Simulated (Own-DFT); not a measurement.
# Point defects and the pressure they add: C40 NbSi2

Calculated, not measured: single-point runs of Own-DFT, a retired in-house plane-wave DFT program that no person has reviewed, on unrelaxed cells, without spin or spin-orbit coupling.

Common settings: PBE; PseudoDojo norm-conserving scalar-relativistic files; cutoff 42 hartree; 4 x 4 x 5 k mesh centred on Gamma; cold (Marzari-Vanderbilt) smearing of 0.2 eV.

Known weak points: forces on such cells failed a check on a denser k mesh; stress not checked against mesh or cutoff.

All runs share one cell, with vectors in Å (0.000, 8.324, 0.000); (-9.613, 0.000, 0.000); (0.000, 0.000, 6.586) and a volume of 527.0 Å³. The atoms are randomly displaced, by u rms on each axis. The defect's site can differ from row to row.

| cell | formula | u (Å) | P (GPa) |
|---|---|---|---|
| no defect | Nb12Si24 | 0.0207 | 1.50 |
| no defect | Nb12Si24 | 0.0514 | 2.83 |
| no defect | Nb12Si24 | 0.0553 | 3.02 |
| one Si vacancy | Nb12Si23 | 0.0291 | 1.00 |
| one Si vacancy | Nb12Si23 | 0.0340 | ? |
| one Si vacancy | Nb12Si23 | 0.0442 | 1.73 |
| one Si vacancy | Nb12Si23 | 0.0467 | 1.81 |
| two Si on a Nb site each | Nb10Si26 | 0.0288 | 1.71 |
| two Si on a Nb site each | Nb10Si26 | 0.0479 | 2.10 |
| two Si on a Nb site each | Nb10Si26 | 0.0507 | 2.68 |
| two Nb on a Si site each | Nb14Si22 | 0.0279 | 7.51 |
| two Nb on a Si site each | Nb14Si22 | 0.0294 | 7.35 |
| two Nb on a Si site each | Nb14Si22 | 0.0485 | 7.92 |
| two Nb vacancies | Nb10Si24 | 0.0281 | 0.08 |
| two Nb vacancies | Nb10Si24 | 0.0335 | 0.32 |
| two Nb vacancies | Nb10Si24 | 0.0491 | 0.47 |

## Analysis

P = P0 + c u² + a shift for each defect gives P0 = 1.50 GPa, c = 468 ± 63 GPa/Å² and a scatter of 0.20 GPa. The shifts, and each times the cell's volume:

- two Nb on a Si site each: 5.48 ± 0.17 GPa, 18.0 eV (9.0 eV for each of its 2 sites)
- two Si on a Nb site each: -0.22 ± 0.16 GPa, -0.7 eV (-0.4 eV for each of its 2 sites) (not resolved)
- one Si vacancy: -0.76 ± 0.16 GPa, -2.5 eV
- two Nb vacancies: -1.88 ± 0.17 GPa, -6.2 eV (-3.1 eV for each of its 2 sites)

Against the defect-free cell, a freed cell would be larger where the shift is positive and smaller where it is negative (160.2 GPa Å³ is 1 eV). The atoms around the defects weren't relaxed, which would change these numbers.

## Test on the hidden row

The question: what pressure belongs in the blank (one Si vacancy, u = 0.0340 Å)?

Estimate: 1.28 ± 0.23 GPa. The calculation gave 1.17 GPa.
